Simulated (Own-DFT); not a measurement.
# Which arrangement is lower? As32Ga32, 64 atoms

All numbers below are calculated, not measured. They come from Own-DFT, an in-house plane-wave density functional program, since retired, whose code no person has reviewed. Each row is one single-point run on a periodic cell that was not relaxed, without spin or spin-orbit coupling.

Settings of every run: PBE; PseudoDojo norm-conserving scalar-relativistic files; cutoff 42 hartree; 3 x 3 x 3 k mesh centred on Gamma; Fermi-Dirac smearing of 0.1 eV.

Known limits, some of them of some rows only: not probed for a lower state with spin; forces on such cells failed a check on a denser k mesh; forces not confirmed at this smearing and k mesh; stress not checked against mesh or cutoff.

All cells hold the same atoms in the same cell, with vectors in Å (11.307, 0.000, 0.000); (0.000, 11.307, 0.000); (0.000, 0.000, 11.307). Every atom was moved at random from its ideal site; u is the rms move along one axis. The defect's site can differ from row to row. E is the free energy of the cell above the lowest run. The arrangements:

- A: zincblende GaAs
- B: zincblende GaAs, with one As on a Ga site and one Ga on an As site, 2.4 Å apart

```
arrangement,u (Å),E (eV),P (GPa)
A,0.0182,0.000,3.50
A,0.0198,0.131,3.53
A,0.0206,0.101,3.52
A,0.0456,1.672,3.87
A,0.0463,1.730,3.87
A,0.0511,2.365,4.00
B,0.0288,3.074,3.95
B,0.0315,3.228,3.96
B,0.0315,3.256,3.97
B,0.0484,4.938,4.33
B,0.0488,4.456,4.20
B,0.0556,5.397,4.41
```

Question: once the cost of the random moves is taken out, how do the arrangements rank?

## Worked answer

Fit E = a + b u², with one b for all and one a for each arrangement, and with residuals divided by u², since the noise grows with the moves. Then b = 1001 eV/Å², the scatter at u = 0.04 Å is 0.12 eV, and against A:

- B: 2.57 ± 0.05 eV (higher)

These are energies of unrelaxed cells. Relaxing the atoms lowers the strained arrangements most, so the gaps would shrink and small ones could change sign.
